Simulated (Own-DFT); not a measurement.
# Response to strain: wurtzite GaN, 96 atoms (Ga48N48)

Calculated results; nothing here was measured. The program, named Own-DFT, is a retired in-house plane-wave density functional code that no person has reviewed. Each row is one single-point run on a periodic cell that was not relaxed, without spin or spin-orbit coupling.

Settings of every run: PBE; PseudoDojo norm-conserving scalar-relativistic files; cutoff 42 hartree; 3 x 4 x 3 k mesh centred on Gamma; Fermi-Dirac smearing of 0.1 eV.

Known limits: forces on such cells passed a denser k mesh, each cell not checked; stress not checked against mesh or cutoff.

Unstrained cell vectors in Å: (12.756, 0.000, 0.000); (-4.783, 8.285, 0.000); (0.000, 0.000, 10.370). The unstrained cell has measured lattice constants (interpolated for alloys), not those of this functional. That, the random moves and any unrelaxed bonds set the pressure at no strain. Each run strains this cell uniformly, with the atoms carried along. Every atom was also moved at random, by a Gaussian of width 0.05 Å on each axis. Strain is the symmetric tensor, in per cent. Stress is positive in tension, and the pressure is minus a third of its trace.

| run | e_xx (%) | e_yy (%) | e_zz (%) | e_yz (%) | e_xz (%) | e_xy (%) | s_xx (GPa) | s_yy (GPa) | s_zz (GPa) | s_yz (GPa) | s_xz (GPa) | s_xy (GPa) | P (GPa) | E (meV/atom) |
|---|---|---|---|---|---|---|---|---|---|---|---|---|---|---|
| 1 | -1.03 | -1.63 | -1.88 | -1.72 | 0.03 | 1.94 | -17.63 | -19.78 | -18.39 | -3.72 | 0.94 | 8.09 | 18.60 | 83.1 |
| 2 | 0.96 | -1.52 | -1.86 | -0.78 | 0.38 | -0.27 | -7.92 | -14.41 | -16.10 | -1.15 | 1.56 | -1.99 | 12.81 | 37.5 |
| 3 | -1.67 | -0.16 | -0.99 | -1.93 | -0.15 | 0.04 | -15.54 | -11.69 | -13.88 | -4.92 | -0.68 | -0.36 | 13.70 | 37.6 |
| 4 | -0.98 | -1.96 | 0.64 | 1.04 | -1.24 | -1.41 | -16.77 | -17.97 | -6.03 | 2.23 | -3.09 | -5.10 | 13.59 | 57.5 |
| 5 | -1.25 | 0.41 | 1.73 | -1.70 | -1.49 | 1.99 | -11.89 | -6.92 | -2.00 | -3.68 | -2.86 | 5.92 | 6.94 | 48.4 |
| 6 | 1.90 | -0.98 | -1.03 | 0.03 | -0.56 | -1.65 | -2.93 | -9.22 | -11.23 | 0.24 | -0.67 | -4.93 | 7.79 | 19.7 |
| 7 | -0.30 | -1.34 | 0.97 | 0.21 | -0.48 | 0.51 | -12.17 | -12.79 | -3.40 | 0.82 | -0.83 | 2.44 | 9.45 | 27.0 |
| 8 | 0.59 | -1.46 | -1.30 | -0.16 | 0.52 | 0.49 | -8.60 | -15.45 | -12.83 | -1.23 | 0.90 | 1.96 | 12.29 | 32.2 |
| 9 | -0.76 | 1.15 | -0.03 | 1.64 | -0.94 | 0.84 | -7.99 | -3.58 | -9.10 | 3.73 | -1.48 | 2.91 | 6.89 | 17.6 |
| 10 | -1.09 | -1.63 | -0.89 | 1.82 | 0.19 | 0.73 | -14.78 | -18.05 | -14.56 | 4.74 | 1.21 | 2.42 | 15.80 | 52.0 |
| 11 | -1.86 | -0.76 | 1.88 | 0.02 | -1.65 | -1.02 | -14.53 | -13.77 | -1.39 | 0.07 | -3.54 | -3.35 | 9.90 | 37.2 |
| 12 | 1.44 | 0.50 | 1.56 | -0.49 | -0.28 | -0.57 | 1.64 | -4.58 | 0.02 | -1.18 | -0.95 | -2.15 | 0.97 | 0.0 |
| 13 | -1.71 | -1.44 | -0.02 | 0.00 | -1.92 | 0.34 | -17.59 | -16.82 | -9.64 | -0.07 | -3.72 | 0.56 | 14.68 | 47.8 |
| 14 | -1.35 | 0.54 | 0.66 | -1.11 | 0.78 | 0.14 | -10.88 | -6.31 | -5.70 | -2.07 | 1.32 | -0.18 | 7.63 | 10.0 |
| 15 | 0.73 | -0.71 | -1.03 | 1.51 | 1.27 | 0.53 | -6.06 | -10.56 | -12.37 | 3.32 | 2.20 | 1.11 | 9.66 | 24.9 |
| 16 | -1.77 | 0.27 | 1.29 | 0.92 | 0.36 | 0.38 | -15.46 | -6.94 | -2.36 | 1.56 | 0.07 | 0.89 | 8.25 | 22.4 |
| 17 | -1.40 | -1.29 | -0.28 | 1.54 | 1.15 | -1.46 | -13.98 | -14.89 | -12.24 | 3.30 | 2.93 | -5.49 | 13.70 | 34.5 |
| 18 | 1.76 | -1.96 | -1.95 | 1.29 | -1.62 | -1.08 | ? | ? | ? | ? | ? | ? | ? | ? |

E is the free energy for each atom above the lowest run shown.

## Worked fit

Each stress component was fitted by least squares to a constant and the strains of the runs shown, as fractions, with shears doubled. Shear strains stay in the fit of a normal stress only where such slopes are resolved. The slopes, in GPa:

| stress | at no strain | per e_xx | per e_yy | per e_zz | scatter |
|---|---|---|---|---|---|
| s_xx | -7.4 | 418 ± 27 | 221 ± 37 | 52 ± 30 | 1.25 |
| s_yy | -7.9 | 133 ± 24 | 465 ± 32 | 61 ± 26 | 1.08 |
| s_zz | -8.1 | 94 ± 17 | 16 ± 24 | 467 ± 19 | 0.79 |

Each shear stress against twice its own strain: yz 114 ± 5, xz 95 ± 8, xy 177 ± 10 GPa. These are stiffnesses along x, y and z of the frame in which the cell vectors are given, which need not be the crystal's axes. The atoms are held to the strained lattice; where symmetry lets them move under strain, relaxing them would lower some slopes. The table should be nearly symmetric about its diagonal, and what it lacks of that shows the noise. A ninth of its sum, 214 ± 7 GPa, estimates the bulk modulus near the mean pressure of these runs, 10.7 GPa, so it lies above the value at zero pressure.

## Withheld run

Question: what normal stresses and pressure should run 18 give?

The fit gives s_xx = -5.4, s_yy = -15.9, s_zz = -15.9 and P = 12.4 GPa. The calculation gave -4.86, -14.71, -17.72 and P = 12.43 GPa.
